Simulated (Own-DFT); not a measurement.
# Response to strain: bcc W, 16 atoms (W16)

Calculated results; nothing here was measured. They come from Own-DFT, an in-house plane-wave density functional program, since retired, whose code no person has reviewed. Each row is one single-point run on a periodic cell that was not relaxed, without spin or spin-orbit coupling.

Settings of every run: PBE; PseudoDojo norm-conserving scalar-relativistic files; cutoff 50 hartree; 5 x 5 x 5 k mesh centred on Gamma; cold (Marzari-Vanderbilt) smearing of 0.2 eV.

Known limits: forces on such cells failed a check on a denser k mesh; stress not checked against mesh or cutoff.

Unstrained cell vectors in Å: (6.330, 0.000, 0.000); (0.000, 6.330, 0.000); (0.000, 0.000, 6.330). The unstrained cell has measured lattice constants (interpolated for alloys), not those of this functional. That, the random moves and any unrelaxed bonds set the pressure at no strain. Each run strains this cell uniformly, with the atoms carried along. Every atom was also moved at random, by a Gaussian of width 0.05 Å on each axis. Strain is the symmetric tensor, in per cent. Stress is positive in tension, and the pressure is minus a third of its trace.

| run | e_xx (%) | e_yy (%) | e_zz (%) | e_yz (%) | e_xz (%) | e_xy (%) | s_xx (GPa) | s_yy (GPa) | s_zz (GPa) | s_yz (GPa) | s_xz (GPa) | s_xy (GPa) | P (GPa) | E (meV/atom) |
|---|---|---|---|---|---|---|---|---|---|---|---|---|---|---|
| 1 | -1.38 | -0.64 | -1.84 | -0.73 | -1.86 | -1.82 | -23.26 | -20.38 | -25.66 | -3.69 | -6.95 | -7.22 | 23.10 | 91.9 |
| 2 | 0.00 | 1.47 | -1.54 | -0.19 | 0.68 | -0.16 | -8.65 | -3.38 | -13.54 | -0.76 | 1.68 | -0.45 | 8.52 | 16.0 |
| 3 | 0.02 | -1.83 | -1.92 | -1.75 | -1.81 | -0.87 | -17.71 | -23.61 | -23.89 | -6.50 | -6.98 | -4.15 | 21.74 | 64.1 |
| 4 | -1.52 | -1.98 | -1.31 | 0.69 | -0.83 | -1.07 | -25.21 | -26.71 | -24.02 | 2.44 | -2.72 | -3.77 | 25.32 | 60.2 |
| 5 | -1.61 | -1.33 | 1.69 | 1.03 | 0.68 | 0.11 | -16.88 | -15.04 | -6.48 | 3.14 | 2.14 | 0.49 | 12.80 | 31.0 |
| 6 | -1.21 | 1.73 | -0.77 | -1.66 | -0.60 | -0.79 | -12.69 | -2.98 | -11.10 | -5.14 | -2.01 | -2.69 | 8.92 | 0.9 |
| 7 | -1.36 | -0.43 | -1.10 | 0.57 | 1.25 | 0.02 | -18.75 | -15.99 | -18.19 | 2.03 | 4.23 | 0.00 | 17.64 | 14.6 |
| 8 | 0.62 | 0.82 | 0.72 | 0.26 | 1.54 | 1.83 | -1.53 | -1.33 | -1.77 | 0.06 | 4.32 | 5.08 | 1.55 | 0.1 |
| 9 | -0.57 | 1.42 | -0.75 | 1.95 | 0.69 | 1.35 | -10.09 | -3.46 | -10.27 | 5.84 | 0.98 | 4.26 | 7.94 | 4.1 |
| 10 | -1.80 | 1.44 | -0.87 | -1.32 | 1.19 | 0.38 | -17.49 | -6.89 | -13.88 | -4.37 | 3.59 | 1.54 | 12.75 | 40.9 |
| 11 | -1.96 | -0.91 | 0.71 | 0.15 | -0.05 | -0.50 | -20.26 | -16.32 | -10.73 | 1.01 | -0.22 | -1.89 | 15.77 | 29.6 |
| 12 | -1.61 | -1.78 | 1.83 | 0.37 | 1.40 | 1.93 | -16.28 | -17.60 | -6.24 | 0.31 | 4.47 | 5.81 | 13.37 | 23.6 |
| 13 | 0.92 | -1.80 | 1.09 | 0.52 | 0.72 | -0.44 | -4.53 | -13.46 | -3.95 | 1.16 | 2.09 | -1.27 | 7.31 | 0.0 |
| 14 | 1.02 | -0.16 | -0.91 | 0.87 | 1.66 | -1.59 | -4.92 | -9.45 | -11.43 | 3.21 | 5.43 | -5.08 | 8.60 | 17.2 |
| 15 | -0.08 | 1.66 | -1.48 | 0.80 | -1.00 | -0.75 | ? | ? | ? | ? | ? | ? | ? | ? |

E is the free energy for each atom above the lowest run shown.

## Worked fit

Each stress component was fitted by least squares to a constant and the strains of the runs shown, as fractions, with shears doubled. Shear strains stay in the fit of a normal stress only where such slopes are resolved. The slopes, in GPa:

```
stress,at no strain,per e_xx,per e_yy,per e_zz,scatter
s_xx,-8.3,570 ± 16,241 ± 13,258 ± 14,0.61
s_yy,-8.4,226 ± 13,569 ± 10,253 ± 11,0.49
s_zz,-8.4,236 ± 21,248 ± 16,573 ± 18,0.79
```

Each shear stress against twice its own strain: yz 165 ± 9, xz 183 ± 6, xy 148 ± 7 GPa. These are stiffnesses along x, y and z of the frame in which the cell vectors are given, which need not be the crystal's axes. The atoms are held to the strained lattice; where symmetry lets them move under strain, relaxing them would lower some slopes. The table should be nearly symmetric about its diagonal, and what it lacks of that shows the noise. A ninth of its sum, 353 ± 7 GPa, estimates the bulk modulus near the mean pressure of these runs, 13.2 GPa, so it lies above the value at zero pressure.

## Withheld run

Question: what normal stresses and pressure should run 15 give?

The fit gives s_xx = -8.6, s_yy = -2.9, s_zz = -13.0 and P = 8.2 GPa. The calculation gave -7.91, -2.79, -12.22 and P = 7.64 GPa.
